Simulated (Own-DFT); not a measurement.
# One host, several defects: C11b WSi2

The numbers are computed, not measured, by runs of the plane-wave DFT program Own-DFT (in-house, retired, unreviewed) at fixed positions, with no spin and no spin-orbit coupling.

All runs used: PBE; PseudoDojo norm-conserving scalar-relativistic files; cutoff 50 hartree; 5 x 5 x 5 k mesh centred on Gamma; cold (Marzari-Vanderbilt) smearing of 0.2 eV.

Keep in mind: forces on such cells failed a check on a denser k mesh; stress not checked against mesh or cutoff.

All runs share one cell, with vectors in Å (-2.148, -5.953, 3.409); (-6.444, 2.976, 1.136); (-2.553, -2.948, -6.757) and a volume of 403.2 Å³. Atoms were moved at random from their sites; u is the rms move along one axis. The defect's site can differ from row to row.

| cell | formula | u (Å) | P (GPa) |
|---|---|---|---|
| no defect | Si20W10 | 0.0203 | 4.37 |
| no defect | Si20W10 | 0.0466 | 5.65 |
| no defect | Si20W10 | 0.0470 | 5.26 |
| one Si vacancy | Si19W10 | 0.0300 | 3.16 |
| one Si vacancy | Si19W10 | 0.0499 | 3.67 |
| one Si vacancy | Si19W10 | 0.0501 | 4.60 |
| one W on a Si site | Si19W11 | 0.0260 | 10.02 |
| one W on a Si site | Si19W11 | 0.0308 | 9.93 |
| one W on a Si site | Si19W11 | 0.0474 | 10.50 |
| one W on a Si site | Si19W11 | 0.0538 | ? |
| one Si on a W site | Si21W9 | 0.0339 | 5.97 |
| one Si on a W site | Si21W9 | 0.0439 | 7.06 |
| one Si on a W site | Si21W9 | 0.0462 | 6.99 |

## Fit

P = P0 + c u² + a shift for each defect gives P0 = 4.15 GPa, c = 595 ± 142 GPa/Å² and a scatter of 0.34 GPa. The shifts, and each times the cell's volume:

- one W on a Si site: 5.24 ± 0.28 GPa, 13.2 eV
- one Si on a W site: 1.49 ± 0.28 GPa, 3.8 eV
- one Si vacancy: -1.50 ± 0.28 GPa, -3.8 eV

Against the defect-free cell, a freed cell would be larger where the shift is positive and smaller where it is negative (160.2 GPa Å³ is 1 eV). The atoms around the defects weren't relaxed, which would change these numbers.

## Check

Question: what pressure belongs in the blank (one W on a Si site, u = 0.0538 Å)?

Estimate: 11.10 ± 0.46 GPa. Computed: 11.67 GPa.
